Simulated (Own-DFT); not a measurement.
# How strain changes the stress of C40 NbSi2, 36 atoms (Nb12Si24)

The numbers are computed, not measured, by runs of the plane-wave DFT program Own-DFT (in-house, retired, unreviewed) at fixed positions, with no spin and no spin-orbit coupling.

Method: PBE; PseudoDojo norm-conserving scalar-relativistic files; cutoff 42 hartree; 4 x 4 x 5 k mesh centred on Gamma; cold (Marzari-Vanderbilt) smearing of 0.2 eV.

Known weak points: forces on such cells failed a check on a denser k mesh; stress not checked against mesh or cutoff.

Unstrained cell vectors in Å: (0.000, 8.324, 0.000); (-9.613, 0.000, 0.000); (0.000, 0.000, 6.586). The unstrained cell was taken from the Materials Project. The random moves and any unrelaxed bonds add to the pressure at no strain. Each run strains this cell uniformly, with the atoms carried along. Random moves of width 0.05 Å per axis were added to every atom. Strains are tensor components in per cent; tension counts as positive stress, and P is minus the mean normal stress.

```
run,e_xx (%),e_yy (%),e_zz (%),e_yz (%),e_xz (%),e_xy (%),s_xx (GPa),s_yy (GPa),s_zz (GPa),s_yz (GPa),s_xz (GPa),s_xy (GPa),P (GPa),E (meV/atom)
1,1.11,1.65,-0.66,1.36,-1.91,0.46,2.11,2.73,-4.89,4.33,-6.00,1.31,0.02,18.1
2,1.10,1.19,1.47,-0.80,-0.01,1.76,2.76,3.25,4.20,-2.34,0.38,4.50,-3.40,9.6
3,1.74,0.16,0.72,0.56,0.94,-1.74,3.70,0.13,1.22,1.89,2.54,-4.52,-1.68,0.5
4,1.10,-0.03,1.65,-1.83,-1.29,-1.97,2.24,-0.48,3.93,-4.77,-3.66,-5.23,-1.90,13.6
5,1.90,1.13,-0.75,-0.57,-0.97,-1.12,4.77,2.01,-4.55,-1.71,-2.75,-2.76,-0.75,0.0
6,-1.12,1.12,0.11,1.24,1.58,0.16,-5.36,0.88,-3.02,3.37,4.63,0.51,2.50,2.5
7,-0.42,-0.15,1.51,1.34,0.23,-0.61,-2.78,-2.32,2.68,3.91,0.70,-1.77,0.81,2.4
8,-1.30,-1.60,1.07,-0.53,0.25,-0.12,-6.81,-8.79,-1.88,-2.14,1.22,0.12,5.82,9.0
9,0.29,0.04,0.22,0.47,-1.79,1.83,-1.99,-1.80,-2.06,0.77,-5.33,5.40,1.95,7.9
10,0.07,1.46,0.92,1.21,0.56,-1.82,-0.35,3.33,1.18,3.82,1.75,-5.28,-1.38,4.3
11,0.51,1.94,1.30,-1.04,-1.14,-0.31,1.27,5.67,3.39,-2.61,-3.39,-0.37,-3.44,8.7
12,-0.22,0.02,-0.14,-0.10,-1.01,1.33,-3.26,-2.96,-4.03,-0.55,-3.22,4.22,3.42,2.3
13,-1.85,-0.33,-1.53,-1.09,1.54,1.77,-11.19,-6.55,-14.13,-3.49,5.83,6.32,10.63,37.5
14,1.46,0.03,-1.85,-1.34,-0.90,-1.36,1.39,-2.57,-11.31,-4.67,-2.73,-3.71,4.17,12.7
15,-0.04,-1.12,-1.46,-0.42,-1.70,-1.71,?,?,?,?,?,?,?,?
```

E is the free energy per atom, counted from the lowest run shown.

## What the rows give

Regress every stress component on the fractional strains (shears doubled) of the visible runs, with a constant. Shear strains stay in the fit of a normal stress only where such slopes are resolved. The slopes, in GPa:

```
stress  at no strain  per e_xx  per e_yy  per e_zz  scatter
  s_xx          -2.6  350 ± 13   68 ± 15   74 ± 12     0.49
  s_yy          -2.7    79 ± 9  347 ± 11    80 ± 9     0.36
  s_zz          -4.1   98 ± 16   76 ± 20  459 ± 15     0.63
```

The slope of each shear stress on twice its own strain, from a fit on all six strains: yz 144 ± 5, xz 156 ± 4, xy 139 ± 5 GPa. These are stiffnesses along x, y and z of the frame in which the cell vectors are given, which need not be the crystal's axes. These are clamped-ion slopes: internal relaxation, where symmetry allows it, would soften some. The table should be nearly symmetric about its diagonal, and what it lacks of that shows the noise. A ninth of the table's sum, 181 ± 6 GPa, estimates the bulk modulus near the mean pressure of these runs, 1.2 GPa.

## Test on the hidden row

Q: what normal stresses and pressure should run 15 give?

From the fit: s_xx = -4.6, s_yy = -7.8, s_zz = -11.7 and P = 8.0 GPa. DFT gave -5.38, -8.38, -12.53 and P = 8.76 GPa.
